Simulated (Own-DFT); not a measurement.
# Which defects push the lattice out? C11b WSi2

Source: density functional calculations with Own-DFT, an unreviewed in-house program that is no longer used. Nothing was measured or relaxed, and spin and spin-orbit coupling are left out.

Settings: PBE; PseudoDojo norm-conserving scalar-relativistic files; cutoff 50 hartree; 5 x 5 x 5 k mesh centred on Gamma; cold (Marzari-Vanderbilt) smearing of 0.2 eV.

Limits: forces on such cells failed a check on a denser k mesh; stress not checked against mesh or cutoff.

All runs share one cell, with vectors in Å (-2.148, -5.953, 3.409); (-6.444, 2.976, 1.136); (-2.553, -2.948, -6.757) and a volume of 403.2 Å³. Atoms were moved at random from their sites; u is the rms move along one axis. The defect's site can differ from row to row.

| cell | formula | u (Å) | P (GPa) |
|---|---|---|---|
| no defect | Si20W10 | 0.0208 | 4.41 |
| no defect | Si20W10 | 0.0212 | 4.47 |
| no defect | Si20W10 | 0.0505 | 6.36 |
| one Si on a W site | Si21W9 | 0.0285 | 6.04 |
| one Si on a W site | Si21W9 | 0.0297 | 6.08 |
| one Si on a W site | Si21W9 | 0.0487 | 7.07 |
| one W vacancy | Si20W9 | 0.0251 | ? |
| one W vacancy | Si20W9 | 0.0274 | 3.65 |
| one W vacancy | Si20W9 | 0.0440 | 4.74 |
| one W vacancy | Si20W9 | 0.0456 | 3.96 |
| one Si vacancy | Si19W10 | 0.0272 | 3.72 |
| one Si vacancy | Si19W10 | 0.0358 | 3.61 |
| one Si vacancy | Si19W10 | 0.0518 | 4.23 |
| one W on a Si site | Si19W11 | 0.0302 | 9.71 |
| one W on a Si site | Si19W11 | 0.0309 | 9.78 |
| one W on a Si site | Si19W11 | 0.0477 | 11.05 |

## Working it out

P = P0 + c u² + a shift for each defect gives P0 = 4.30 GPa, c = 687 ± 113 GPa/Å² and a scatter of 0.33 GPa. The shifts, and each times the cell's volume:

- one W on a Si site: 4.94 ± 0.27 GPa, 12.4 eV
- one Si on a W site: 1.17 ± 0.27 GPa, 2.9 eV
- one W vacancy: -1.27 ± 0.28 GPa, -3.2 eV
- one Si vacancy: -1.52 ± 0.28 GPa, -3.8 eV

A positive shift means that the defect pushes the cell outwards. Shift times volume (160.2 GPa Å³ is 1 eV) depends little on the cell's size, so, taken for each site, it can be compared between cells at like pressure. The atoms around the defects weren't relaxed, which would change these numbers.

## Test on the hidden row

Asked: what pressure belongs in the blank (one W vacancy, u = 0.0251 Å)?

The fit gives 3.46 ± 0.40 GPa. Computed: 3.47 GPa.
